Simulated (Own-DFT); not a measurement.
# How strain changes the stress of wurtzite GaN, 72 atoms (Ga36N36)

These are calculations, not measurements. The program, named Own-DFT, is a retired in-house plane-wave density functional code that no person has reviewed. Each row is one single-point run on a periodic cell that was not relaxed, without spin or spin-orbit coupling.

Settings of every run: PBE; PseudoDojo norm-conserving scalar-relativistic files (stringent for Ga); cutoff 96 hartree; 4 x 4 x 3 k mesh centred on Gamma; Gaussian smearing of 0.01 eV.

Known limits: forces not confirmed at this smearing and k mesh; stress not checked against mesh or cutoff.

Unstrained cell vectors in Å: (9.567, 0.000, 0.000); (-4.784, 8.285, 0.000); (0.000, 0.000, 10.370). The unstrained cell has measured lattice constants (interpolated for alloys), not those of this functional. That, the random moves and any unrelaxed bonds set the pressure at no strain. Each run strains this cell uniformly, with the atoms carried along. Every atom was also moved at random, by a Gaussian of width 0.05 Å on each axis. Strain is the symmetric tensor, in per cent. Stress is positive in tension, and the pressure is minus a third of its trace.

| run | e_xx (%) | e_yy (%) | e_zz (%) | s_xx (GPa) | s_yy (GPa) | s_zz (GPa) | P (GPa) | E (meV/atom) |
|---|---|---|---|---|---|---|---|---|
| 1 | 0.00 | 0.00 | 3.00 | -5.75 | -4.54 | 4.88 | 1.80 | 12.4 |
| 2 | 0.00 | 0.00 | 1.25 | -6.45 | -7.19 | -0.55 | 4.73 | 8.2 |
| 3 | 0.00 | 0.00 | 2.50 | -6.07 | -5.11 | 3.53 | 2.55 | 8.0 |
| 4 | 0.00 | 0.00 | 1.00 | -7.47 | -5.24 | -3.06 | 5.26 | 6.8 |
| 5 | 0.00 | 0.00 | 0.50 | -8.15 | -4.94 | -4.43 | 5.84 | 8.0 |
| 6 | 0.00 | 0.00 | 2.00 | -5.00 | -5.42 | 1.20 | 3.07 | 0.0 |
| 7 | 0.00 | 0.00 | -1.75 | -7.50 | -8.71 | -16.90 | 11.04 | 30.7 |
| 8 | 0.00 | 0.00 | -1.00 | -8.39 | -6.59 | -13.37 | 9.45 | 33.9 |
| 9 | 0.00 | 0.00 | -1.50 | ? | ? | ? | ? | ? |

E is the free energy for each atom above the lowest run shown.

## Worked fit

The change of volume is close to e_xx + e_yy + e_zz. A straight line through the runs shown gives P = 7.32 - 198 x (fractional change of volume) GPa, with an error of 7 on the slope and a scatter of 0.33 GPa. The strain isn't the same on all axes and the cell isn't cubic, so the slope belongs to this path and is not the bulk modulus.

## Withheld run

Question: what pressure should run 9 give? Its volume changes by -1.50 %.

The line gives 10.3 GPa. The calculation gave 10.26 GPa.
